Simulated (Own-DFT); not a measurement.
# What a defect does to the pressure of its cell: C11b WSi2

Everything here is calculated. The program is Own-DFT (plane waves, in-house, since retired, never reviewed by a person); positions were held fixed, and spin and spin-orbit coupling were off.

All runs used: PBE; PseudoDojo norm-conserving scalar-relativistic files; cutoff 50 hartree; 5 x 5 x 5 k mesh centred on Gamma; cold (Marzari-Vanderbilt) smearing of 0.2 eV.

Limits: forces on such cells failed a check on a denser k mesh; stress not checked against mesh or cutoff.

All runs share one cell, with vectors in Å (-2.148, -5.953, 3.409); (-6.444, 2.976, 1.136); (-2.553, -2.948, -6.757) and a volume of 403.2 Å³. u is the rms random offset of the atoms per axis. The defect's site can differ from row to row.

```
              cell  formula   u (Å)  P (GPa)
         no defect  Si20W10  0.0184     4.36
         no defect  Si20W10  0.0501     6.27
         no defect  Si20W10  0.0530     6.39
one W on a Si site  Si19W11  0.0256     9.78
one W on a Si site  Si19W11  0.0468    11.02
one W on a Si site  Si19W11  0.0529    11.07
     one W vacancy   Si20W9  0.0305     3.96
     one W vacancy   Si20W9  0.0318     3.71
     one W vacancy   Si20W9  0.0510        ?
     one W vacancy   Si20W9  0.0512     5.70
    one Si vacancy  Si19W10  0.0332     3.25
    one Si vacancy  Si19W10  0.0462     4.30
    one Si vacancy  Si19W10  0.0500     4.29
one Si on a W site   Si21W9  0.0273     6.28
one Si on a W site   Si21W9  0.0338     6.46
one Si on a W site   Si21W9  0.0480     7.24
```

## Working it out

P = P0 + c u² + a shift for each defect gives P0 = 4.14 GPa, c = 814 ± 72 GPa/Å² and a scatter of 0.23 GPa. The shifts, and each times the cell's volume:

- one W on a Si site: 4.95 ± 0.19 GPa, 12.5 eV
- one Si on a W site: 1.38 ± 0.19 GPa, 3.5 eV
- one W vacancy: -0.92 ± 0.19 GPa, -2.3 eV
- one Si vacancy: -1.75 ± 0.19 GPa, -4.4 eV

Positive is outwards. The product with the volume (160.2 GPa Å³ to the eV) is nearly free of the cell's size; divided by the bulk modulus at the cell's pressure it gives the volume that the defect adds. The atoms around the defects weren't relaxed, which would change these numbers.

## The run left out

Q: what pressure belongs in the blank (one W vacancy, u = 0.0510 Å)?

The fitted form gives 5.34 ± 0.28 GPa. The calculation gave 4.40 GPa. The miss is larger than the scatter suggests: chance, or a term that the fit lacks.
